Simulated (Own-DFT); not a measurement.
# Strain and stress in wurtzite GaN, 72 atoms (Ga36N36)

These are calculations, not measurements. The program, named Own-DFT, is a retired in-house plane-wave density functional code that no person has reviewed. Each row is one single-point run on a periodic cell that was not relaxed, without spin or spin-orbit coupling.

Settings of every run: PBE; PseudoDojo norm-conserving scalar-relativistic files (stringent for Ga); cutoff 96 hartree; 4 x 4 x 3 k mesh centred on Gamma; Gaussian smearing of 0.01 eV.

Known limits: forces not confirmed at this smearing and k mesh; stress not checked against mesh or cutoff.

Unstrained cell vectors in Å: (9.567, 0.000, 0.000); (-4.784, 8.285, 0.000); (0.000, 0.000, 10.370). The unstrained cell has measured lattice constants (interpolated for alloys), not those of this functional. That, the random moves and any unrelaxed bonds set the pressure at no strain. Each run strains this cell uniformly, with the atoms carried along. Every atom was also moved at random, by a Gaussian of width 0.05 Å on each axis. Strain is the symmetric tensor, in per cent. Stress is positive in tension, and the pressure is minus a third of its trace.

| run | e_xx (%) | e_yy (%) | e_zz (%) | e_yz (%) | e_xz (%) | e_xy (%) | s_xx (GPa) | s_yy (GPa) | s_zz (GPa) | s_yz (GPa) | s_xz (GPa) | s_xy (GPa) | P (GPa) | E (meV/atom) |
|---|---|---|---|---|---|---|---|---|---|---|---|---|---|---|
| 1 | -1.16 | 1.68 | -0.83 | 0.67 | -0.84 | -0.02 | -10.14 | -1.65 | -10.23 | 1.15 | -1.76 | -1.21 | 7.34 | 6.7 |
| 2 | -1.60 | -0.15 | 1.19 | 1.23 | 0.47 | 1.67 | -13.69 | -10.39 | -3.80 | 2.82 | 0.13 | 6.37 | 9.30 | 44.5 |
| 3 | -0.14 | -1.48 | -0.97 | -0.46 | -1.86 | -0.27 | -11.89 | -13.90 | -12.10 | -1.35 | -5.09 | -1.23 | 12.63 | 33.0 |
| 4 | -1.38 | -0.81 | -0.13 | 0.58 | 1.76 | 1.92 | -14.34 | -13.15 | -9.33 | 2.56 | 3.64 | 5.82 | 12.27 | 45.1 |
| 5 | -1.21 | -0.84 | 1.93 | -1.15 | -0.56 | -1.82 | -12.11 | -9.27 | -0.33 | -2.23 | -1.18 | -5.85 | 7.24 | 15.5 |
| 6 | 0.29 | 0.94 | 1.73 | 0.49 | -0.67 | -0.97 | -2.19 | -1.88 | -0.04 | 0.75 | -1.12 | -1.97 | 1.37 | 0.0 |
| 7 | -1.18 | 1.35 | 0.58 | -0.67 | 0.40 | 1.07 | -11.06 | -0.99 | -5.45 | -1.73 | 0.08 | 2.70 | 5.83 | 18.3 |
| 8 | 0.19 | -1.00 | -0.93 | -1.11 | 1.50 | -1.10 | -10.63 | -10.52 | -12.70 | -2.19 | 3.60 | -3.83 | 11.28 | 48.8 |
| 9 | -0.46 | 1.32 | 0.51 | 0.97 | -0.96 | -0.11 | -7.65 | -1.74 | -4.43 | 2.65 | -0.95 | 0.30 | 4.61 | 11.2 |
| 10 | -1.32 | 0.22 | -0.59 | -1.43 | 1.77 | 0.56 | -14.40 | -7.04 | -10.91 | -3.34 | 4.68 | 1.63 | 10.79 | 28.4 |
| 11 | 0.37 | 1.88 | 0.98 | -1.73 | -0.57 | 0.15 | -3.00 | 0.52 | -1.94 | -2.90 | -1.47 | 0.24 | 1.47 | 14.8 |
| 12 | 0.01 | 1.56 | 1.24 | 1.95 | 1.18 | 0.60 | -4.07 | -2.18 | -0.23 | 4.68 | 2.52 | 2.09 | 2.16 | 20.6 |
| 13 | -0.09 | -1.07 | -1.13 | 1.65 | -1.25 | -1.25 | -8.81 | -15.34 | -13.18 | 4.82 | -1.76 | -4.41 | 12.44 | 42.2 |
| 14 | 1.44 | 0.45 | 1.74 | 1.58 | 1.60 | -0.55 | 1.28 | -4.04 | -0.25 | 3.49 | 2.75 | -1.67 | 1.00 | 18.9 |
| 15 | 1.77 | -1.26 | 1.50 | -0.47 | 1.41 | -0.89 | ? | ? | ? | ? | ? | ? | ? | ? |

E is the free energy for each atom above the lowest run shown.

## Worked fit

Each stress component was fitted by least squares to a constant and the strains of the runs shown, as fractions, with shears doubled. Shear strains stay in the fit of a normal stress only where such slopes are resolved. The slopes, in GPa:

| stress | at no strain | per e_xx | per e_yy | per e_zz | scatter |
|---|---|---|---|---|---|
| s_xx | -7.6 | 439 ± 33 | 140 ± 26 | 103 ± 28 | 1.02 |
| s_yy | -7.7 | 57 ± 49 | 417 ± 39 | 61 ± 41 | 1.53 |
| s_zz | -7.7 | 38 ± 20 | 75 ± 16 | 414 ± 17 | 0.63 |

Each shear stress against twice its own strain: yz 113 ± 9, xz 119 ± 9, xy 165 ± 12 GPa. These are stiffnesses along x, y and z of the frame in which the cell vectors are given, which need not be the crystal's axes. The atoms are held to the strained lattice; where symmetry lets them move under strain, relaxing them would lower some slopes. The table should be nearly symmetric about its diagonal, and what it lacks of that shows the noise. A ninth of its sum, 194 ± 5 GPa, estimates the bulk modulus near the mean pressure of these runs, 7.1 GPa, so it lies above the value at zero pressure.

## Withheld run

Question: what normal stresses and pressure should run 15 give?

The fit gives s_xx = -0.1, s_yy = -11.1, s_zz = -1.8 and P = 4.3 GPa. The calculation gave -0.37, -7.25, -1.92 and P = 3.18 GPa.
